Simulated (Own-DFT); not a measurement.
# Strain and stress in diamond-structure SiGeSn with randomly placed atoms, 64 atoms (Ge40Si16Sn8)

All numbers below are calculated, not measured. They come from Own-DFT, an in-house plane-wave density functional program, since retired, whose code no person has reviewed. Each row is one single-point run on a periodic cell that was not relaxed, without spin or spin-orbit coupling.

Settings of every run: PBE; PseudoDojo norm-conserving scalar-relativistic files; cutoff 49 hartree; 3 x 3 x 3 k mesh centred on Gamma; Fermi-Dirac smearing of 0.1 eV.

Known limits: forces on such cells moved up to 12 meV/angstrom on a denser k mesh; stress not checked against mesh or cutoff.

Unstrained cell vectors in Å: (11.410, 0.000, 0.000); (0.000, 11.410, 0.000); (0.000, 0.000, 11.410). The unstrained cell has measured lattice constants (interpolated for alloys), not those of this functional. That, the random moves and any unrelaxed bonds set the pressure at no strain. Each run strains this cell uniformly, with the atoms carried along. Every atom was also moved at random, by a Gaussian of width 0.05 Å on each axis. The random placing of the alloy's atoms differs from row to row. Strain is the symmetric tensor, in per cent. Stress is positive in tension, and the pressure is minus a third of its trace.

```
run  e_xx (%)  e_yy (%)  e_zz (%)  s_xx (GPa)  s_yy (GPa)  s_zz (GPa)  P (GPa)  E (meV/atom)
  1      2.50      2.50      0.00       -0.63       -0.53       -2.10     1.09           0.0
  2     -0.50     -0.50      0.00       -5.61       -5.46       -5.06     5.38          25.5
  3      1.50      1.50      0.00       -2.29       -2.27       -3.21     2.59          19.8
  4      0.50      0.50      0.00       -3.97       -3.87       -4.37     4.07          33.3
  5     -3.00     -3.00      0.00      -11.13      -10.97       -9.36    10.49         112.5
  6      1.25      1.25      0.00       -2.61       -2.85       -3.51     2.99          26.8
  7      0.25      0.25      0.00       -4.40       -4.58       -4.73     4.57          41.4
  8     -2.00     -2.00      0.00       -8.76       -8.55       -7.43     8.25          67.3
  9     -2.75     -2.75      0.00           ?           ?           ?        ?             ?
```

E is the free energy for each atom above the lowest run shown.

## Worked fit

The change of volume is close to e_xx + e_yy + e_zz. A straight line through the runs shown gives P = 5.06 - 84 x (fractional change of volume) GPa, with an error of 3 on the slope and a scatter of 0.32 GPa. The strain isn't the same on all axes, but the crystal is cubic, so the slope still estimates the bulk modulus, averaged over pressures from 1.1 to 10.5 GPa.

## Withheld run

Question: what pressure should run 9 give? Its volume changes by -5.42 %.

The line gives 9.6 GPa. The calculation gave 9.94 GPa.
